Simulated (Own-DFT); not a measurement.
# Computed records: GaN (wurtzite, strained, atoms displaced)

Computed with Own-DFT development build. A calculation, not a measurement: plane-wave PBE density functional theory by an unreviewed code, no spin, of a simulated periodic cell, stress positive in tension, free energy of the whole cell less one offset for each atom, forces on such cells passed a denser k mesh, this cell's mesh not checked; offsets are fitted by least squares, one for each functional and potential file, so energies compare only between cells with the same atoms and settings and are not formation energies; the far tail of each file's local potential was reset to the Coulomb form; each entry is a single point on an unrelaxed cell, so the pressure reflects the starting lattice, mostly measured values (interpolated for alloys), from which strain is counted, and rises with the displacements; printed positions are rounded, which can move forces by about a meV/angstrom; the program, named Own-DFT, is a retired in-house code; no spin-orbit coupling.

## GaN (wurtzite, strained, atoms displaced)

```
GaN
1.0
     12.7560     0.0000     0.0000
     -4.7835     8.2853     0.0000
      0.0000     0.0000    10.6292
Ga N Ga N Ga N Ga N Ga N Ga N Ga N Ga N Ga N Ga N Ga N Ga N Ga N Ga N Ga N Ga N Ga N Ga N Ga N Ga N Ga N Ga N Ga N Ga N
2 2 2 2 2 2 2 2 2 2 2 2 2 2 2 2 2 2 2 2 2 2 2 2 2 2 2 2 2 2 2 2 2 2 2 2 2 2 2 2 2 2 2 2 2 2 2 2
Direct
  0.08209 0.22076 0.99552
  0.16967 0.11761 0.24782
  0.07414 0.21910 0.18757
  0.16425 0.11274 0.43784
  0.08629 0.22067 0.49601
  0.16774 0.11362 0.74618
  0.08478 0.21824 0.69162
  0.15936 0.10650 0.92891
  0.07954 0.55235 0.00196
  0.16105 0.43070 0.25383
  0.08067 0.55357 0.19160
  0.16061 0.43718 0.43934
  0.09113 0.56997 0.50388
  0.17186 0.45300 0.74429
  0.09325 0.55486 0.68476
  0.16643 0.43833 0.94007
  0.07748 0.87992 0.99754
  0.16231 0.77176 0.24374
  0.08700 0.89118 0.18911
  0.16731 0.78015 0.44195
  0.07404 0.88157 0.51124
  0.16700 0.77204 0.74378
  0.07955 0.89359 0.69263
  0.16048 0.77739 0.93824
  0.33580 0.22579 0.00243
  0.42530 0.12213 0.24766
  0.33989 0.22109 0.19459
  0.41694 0.11905 0.43959
  0.32941 0.22332 0.49608
  0.41739 0.10707 0.74417
  0.32678 0.20757 0.68277
  0.41873 0.12056 0.93759
  0.34170 0.54787 0.00249
  0.41481 0.44574 0.24120
  0.33070 0.54902 0.18483
  0.41672 0.45407 0.44095
  0.33582 0.55828 0.49716
  0.41636 0.44216 0.74776
  0.33435 0.55031 0.68317
  0.42336 0.44074 0.93193
  0.33083 0.87704 0.00821
  0.42488 0.77811 0.25147
  0.34195 0.88426 0.19062
  0.41834 0.77753 0.44450
  0.33828 0.90346 0.50085
  0.41488 0.77884 0.75036
  0.32942 0.88894 0.68759
  0.41827 0.78708 0.93077
  0.58828 0.22556 0.99833
  0.66151 0.10205 0.24373
  0.58757 0.23388 0.18975
  0.66637 0.10766 0.44219
  0.57622 0.20592 0.48721
  0.65659 0.08581 0.75768
  0.58660 0.21508 0.68030
  0.65871 0.10228 0.93923
  0.58604 0.55829 0.99833
  0.66756 0.44667 0.24664
  0.58891 0.56609 0.18939
  0.66348 0.43767 0.43722
  0.59065 0.55929 0.49571
  0.65980 0.44134 0.74026
  0.57749 0.55375 0.69173
  0.66796 0.44113 0.93785
  0.57944 0.88568 0.99758
  0.66443 0.77513 0.25278
  0.58315 0.89366 0.18516
  0.66591 0.77978 0.44426
  0.57954 0.88238 0.50400
  0.67590 0.78784 0.74422
  0.58604 0.89374 0.69287
  0.66543 0.78768 0.93860
  0.83490 0.22811 0.99312
  0.91571 0.11500 0.24648
  0.83801 0.23111 0.19311
  0.91041 0.10750 0.43132
  0.83203 0.22550 0.49701
  0.91747 0.10765 0.74823
  0.83410 0.22000 0.68417
  0.91463 0.10397 0.93121
  0.83692 0.56446 0.00251
  0.91591 0.43848 0.24377
  0.83919 0.55458 0.18326
  0.91283 0.44241 0.42737
  0.83622 0.55685 0.50527
  0.91599 0.44700 0.74873
  0.83600 0.55624 0.69424
  0.92211 0.44227 0.93977
  0.82651 0.88714 0.99987
  0.91004 0.78018 0.23925
  0.82945 0.87994 0.18367
  0.91404 0.77128 0.44509
  0.82308 0.88063 0.49292
  0.90924 0.77203 0.74632
  0.83323 0.89082 0.69011
  0.91431 0.78080 0.94557
```

| Property | Result |
| --- | --- |
| functional | PBE |
| potential files | PseudoDojo norm-conserving, scalar-relativistic, standard set with the stringent files for Ga |
| wave cutoff | 96 hartree |
| occupations | Gaussian |
| smearing width | 0.01 eV |
| k mesh | 3 x 4 x 3 centred on Gamma |
| free energy of cell above offsets | -4.543 eV |
| pressure | 2.84 GPa |
| stress xx | -5.73 GPa |
| stress yy | -6.47 GPa |
| stress zz | 3.68 GPa |
| stress yz | -0.25 GPa |
| stress xz | -0.13 GPa |
| stress xy | 0.63 GPa |

Force:
| element | x (eV/Å) | y (eV/Å) | z (eV/Å) |
| --- | --- | --- | --- |
| Ga | -0.141 | -0.59 | -0.01 |
| Ga | -0.316 | -1.046 | 0.437 |
| N | 2.005 | -0.109 | -0.923 |
| N | 0.781 | -1.046 | -0.702 |
| Ga | -1.806 | -0.402 | 1.257 |
| Ga | -0.033 | -0.314 | 0.782 |
| N | -0.83 | 1.059 | -1.251 |
| N | 1.205 | 0.301 | 1.675 |
| Ga | 1.695 | 0.455 | 0.275 |
| Ga | -0.55 | 1.595 | -0.07 |
| N | 1.097 | -0.332 | -0.794 |
| N | 0.537 | 1.371 | -0.326 |
| Ga | -0.392 | -2.186 | -1.198 |
| Ga | 1.054 | -2.283 | 1.405 |
| N | -2.581 | 0.43 | 0.016 |
| N | 0.286 | 1.49 | -0.485 |
| Ga | 0.074 | 1.839 | 0.396 |
| Ga | 0.71 | 0.817 | 1.333 |
| N | -0.843 | 0.195 | -0.458 |
| N | -0.032 | 1.145 | -0.645 |
| Ga | 0.878 | 1.018 | -1.17 |
| Ga | -1.273 | 0.964 | 1.285 |
| N | 0.595 | -1.627 | -0.162 |
| N | 1.592 | -0.752 | -0.388 |
| Ga | -0.457 | -1.396 | -0.636 |
| Ga | 0.184 | -1.885 | 0.614 |
| N | -1.669 | 0.691 | -1.287 |
| N | -0.584 | -0.731 | -1.382 |
| Ga | 0.038 | 0.711 | 0.55 |
| Ga | -0.044 | 0.993 | 1.042 |
| N | 0.718 | 1.655 | -0.084 |
| N | 0.576 | -1.337 | 0.078 |
| Ga | -1.915 | 0.526 | -1.136 |
| Ga | 1.082 | 0.061 | 1.832 |
| N | -0.184 | 0.634 | 0.29 |
| N | 1.444 | -1.007 | -1.284 |
| Ga | -1.147 | -0.554 | 0.538 |
| Ga | -0.469 | -1.106 | -0.341 |
| N | -0.084 | 1.079 | 0.439 |
| N | -0.772 | 0.523 | 0.719 |
| Ga | -0.983 | 1.469 | -0.971 |
| Ga | -1.23 | -0.86 | 0.729 |
| N | -1.376 | 0.611 | 0.236 |
| N | -0.776 | 0.639 | -1.063 |
| Ga | -0.386 | -1.587 | -0.198 |
| Ga | 0.164 | -0.602 | -0.604 |
| N | 1.101 | -0.303 | -0.466 |
| N | 0.308 | -1.743 | 0.872 |
| Ga | -1.197 | -0.381 | 0.085 |
| Ga | 0.583 | 2.491 | 1.356 |
| N | 0.739 | -1.397 | -0.761 |
| N | -0.119 | -1.093 | -1.578 |
| Ga | 0.965 | 2.022 | 1.848 |
| Ga | 0.15 | 5.504 | -0.077 |
| N | -0.64 | 0.015 | 0.428 |
| N | 1.066 | 1.118 | 0.248 |
| Ga | 0.727 | 0.246 | -0.207 |
| Ga | 0.824 | 1.031 | 0.827 |
| N | -0.593 | -1.482 | -0.739 |
| N | 0.427 | 0.547 | -0.153 |
| Ga | -1.204 | -1.392 | 0.721 |
| Ga | 0.973 | -0.918 | 1.004 |
| N | 1.252 | 1.184 | -1.129 |
| N | 0.002 | 1.176 | -0.49 |
| Ga | -0.29 | 0.212 | 0.494 |
| Ga | 0.015 | 1.293 | 0.072 |
| N | 1.058 | -1.479 | -0.313 |
| N | -1.051 | -0.925 | -1.46 |
| Ga | 0.135 | 1.273 | 0.442 |
| Ga | -1.667 | -1.653 | 1.304 |
| N | -0.196 | -3.967 | -1.873 |
| N | 0.587 | -1.577 | -0.786 |
| Ga | 0.246 | -1.633 | 0.662 |
| Ga | -0.545 | -1.277 | 0.78 |
| N | -0.994 | -2.879 | -2.101 |
| N | 0.692 | -0.207 | 0.555 |
| Ga | 0.561 | -0.029 | 0.333 |
| Ga | -0.053 | 1.231 | -0.215 |
| N | -0.363 | 0.111 | 0.701 |
| N | -0.712 | 0.675 | 1.011 |
| Ga | 0.02 | -1.346 | -0.637 |
| Ga | -0.409 | 1.933 | 1.419 |
| N | -1.282 | 0.369 | 0.454 |
| N | 0.518 | 0.771 | 1.665 |
| Ga | -0.12 | -1.381 | -0.887 |
| Ga | 1.269 | -1.332 | 0.347 |
| N | -0.93 | -0.448 | -0.976 |
| N | -1.702 | 0.687 | -1.087 |
| Ga | 0.625 | 0.534 | -0.118 |
| Ga | 2.751 | -0.922 | 1.555 |
| N | -1.706 | 1.64 | 0.284 |
| N | -1.063 | 0.701 | -1.238 |
| Ga | 2.475 | 2.019 | 0.99 |
| Ga | 0.743 | 1.258 | 1.324 |
| N | 0.651 | -0.393 | -1.404 |
| N | -0.469 | -0.399 | -1.447 |
